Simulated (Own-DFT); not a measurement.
# Which arrangement is lower? As32Ga32, 64 atoms

All numbers below are calculated, not measured. They come from Own-DFT, an in-house plane-wave density functional program, since retired, whose code no person has reviewed. Each row is one single-point run on a periodic cell that was not relaxed, without spin or spin-orbit coupling.

Settings of every run: PBE; PseudoDojo norm-conserving scalar-relativistic files; cutoff 42 hartree; 3 x 3 x 3 k mesh centred on Gamma; Fermi-Dirac smearing of 0.1 eV.

Known limits, some of them of some rows only: not probed for a lower state with spin; forces on such cells failed a check on a denser k mesh; forces not confirmed at this smearing and k mesh; stress not checked against mesh or cutoff.

All cells hold the same atoms in the same cell, with vectors in Å (11.307, 0.000, 0.000); (0.000, 11.307, 0.000); (0.000, 0.000, 11.307). Every atom was moved at random from its ideal site; u is the rms move along one axis. The defect's site can differ from row to row. E is the free energy of the cell above the lowest run. The arrangements:

- A: zincblende GaAs
- B: zincblende GaAs, with one As on a Ga site and one Ga on an As site, 2.4 Å apart

```
arrangement   u (Å)  E (eV)  P (GPa)
          A  0.0191   0.063     3.51
          A  0.0191   0.000     3.50
          A  0.0194   0.029     3.50
          A  0.0480   1.830     3.92
          A  0.0496   2.328     4.00
          A  0.0517   2.209     3.97
          B  0.0304   3.175     3.90
          B  0.0308   3.179     3.95
          B  0.0333   3.425     4.02
          B  0.0507   4.947     4.28
          B  0.0514   5.060     4.31
          B  0.0530   5.170     4.36
```

Question: once the cost of the random moves is taken out, how do the arrangements rank?

## Worked answer

Fit E = a + b u², with one b for all and one a for each arrangement, and with residuals divided by u², since the noise grows with the moves. Then b = 1020 eV/Å², the scatter at u = 0.04 Å is 0.10 eV, and against A:

- B: 2.60 ± 0.05 eV (higher)

These are energies of unrelaxed cells. Relaxing the atoms lowers the strained arrangements most, so the gaps would shrink and small ones could change sign.
